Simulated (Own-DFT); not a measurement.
# Strain and stress in wurtzite AlN, 128 atoms (Al64N64)

All numbers below are calculated, not measured. They come from Own-DFT, an in-house plane-wave density functional program, since retired, whose code no person has reviewed. Each row is one single-point run on a periodic cell that was not relaxed, without spin or spin-orbit coupling.

Settings of every run: PBE; PseudoDojo norm-conserving scalar-relativistic files; cutoff 42 hartree; 3 x 3 x 3 k mesh centred on Gamma; Gaussian smearing of 0.01 eV.

Known limits: k mesh not checked against a denser one; stress not checked against mesh or cutoff.

Unstrained cell vectors in Å: (12.448, 0.000, 0.000); (-6.224, 10.780, 0.000); (0.000, 0.000, 9.964). The unstrained cell has measured lattice constants (interpolated for alloys), not those of this functional. That, the random moves and any unrelaxed bonds set the pressure at no strain. Each run strains this cell uniformly, with the atoms carried along. Every atom was also moved at random, by a Gaussian of width 0.05 Å on each axis. Strain is the symmetric tensor, in per cent. Stress is positive in tension, and the pressure is minus a third of its trace.

```
run,e_xx (%),e_yy (%),e_zz (%),e_yz (%),e_xz (%),e_xy (%),s_xx (GPa),s_yy (GPa),s_zz (GPa),s_yz (GPa),s_xz (GPa),s_xy (GPa),P (GPa),E (meV/atom)
1,-1.04,-1.33,-0.39,-0.35,0.27,1.38,-13.34,-13.72,-10.30,-1.15,0.83,6.14,12.45,37.6
2,-1.20,1.80,-1.98,-1.48,0.88,0.67,-12.45,0.22,-12.62,-3.06,2.27,1.75,8.28,12.6
3,-1.60,-0.14,-0.15,-0.89,0.59,-1.37,-13.98,-8.32,-8.13,-2.60,1.25,-6.41,10.14,34.0
4,1.87,0.15,1.84,-1.65,-1.90,1.40,3.53,-1.96,3.67,-3.97,-4.73,4.18,-1.75,5.9
5,-0.12,0.87,1.04,-1.41,1.10,0.84,-6.60,-2.14,0.98,-3.70,1.47,2.41,2.59,22.8
6,0.71,0.88,1.38,0.82,-1.16,-1.64,0.27,-0.88,1.73,2.29,-2.80,-5.01,-0.37,0.0
7,-0.92,1.28,0.43,-1.40,-1.05,0.39,-7.25,-0.16,-4.32,-3.62,-2.75,2.11,3.91,0.2
8,1.63,0.14,-1.06,-1.72,1.47,-1.79,-0.51,-2.92,-11.00,-4.80,3.61,-6.75,4.81,30.5
9,0.99,0.11,-0.37,1.33,1.90,1.89,-2.39,-4.61,-6.44,3.03,5.21,7.24,4.48,22.7
10,1.45,1.81,-0.56,1.27,-1.01,-0.31,2.68,2.43,-6.05,3.23,-2.37,-0.62,0.31,20.6
11,0.79,-0.55,1.42,1.25,-0.37,-1.41,-1.77,-6.30,0.44,3.01,-1.26,-4.73,2.54,9.5
12,1.37,-0.44,0.97,0.23,-1.77,0.94,-0.45,-4.96,-0.63,0.29,-3.84,3.48,2.01,10.2
13,-1.15,-0.87,0.75,1.50,-1.97,0.12,-12.75,-10.61,-3.20,3.63,-5.23,1.60,8.85,31.3
14,0.96,-1.21,0.88,-1.22,0.04,1.65,-3.79,-10.28,-1.69,-2.19,-0.89,7.26,5.25,28.8
15,0.68,-1.25,1.75,-1.08,-1.88,-1.38,-2.56,-9.07,0.76,-2.85,-5.18,-4.77,3.62,18.1
16,0.98,-0.03,-0.99,0.25,-1.66,-1.75,?,?,?,?,?,?,?,?
```

E is the free energy for each atom above the lowest run shown.

## Worked fit

Each stress component was fitted by least squares to a constant and the strains of the runs shown, as fractions, with shears doubled. Shear strains stay in the fit of a normal stress only where such slopes are resolved. The slopes, in GPa:

```
stress  at no strain  per e_xx  per e_yy  per e_zz  scatter
  s_xx          -6.7  449 ± 22  150 ± 26  120 ± 26     0.92
  s_yy          -5.8  115 ± 17  437 ± 20   49 ± 20     0.71
  s_zz          -5.9   47 ± 22  111 ± 25  469 ± 25     0.90
```

Each shear stress against twice its own strain: yz 123 ± 5, xz 115 ± 6, xy 187 ± 9 GPa. These are stiffnesses along x, y and z of the frame in which the cell vectors are given, which need not be the crystal's axes. The atoms are held to the strained lattice; where symmetry lets them move under strain, relaxing them would lower some slopes. The table should be nearly symmetric about its diagonal, and what it lacks of that shows the noise. A ninth of its sum, 216 ± 5 GPa, estimates the bulk modulus near the mean pressure of these runs, 4.5 GPa, so it lies above the value at zero pressure.

## Withheld run

Question: what normal stresses and pressure should run 16 give?

The fit gives s_xx = -3.5, s_yy = -5.3, s_zz = -10.1 and P = 6.3 GPa. The calculation gave -2.68, -3.65, -13.08 and P = 6.47 GPa.
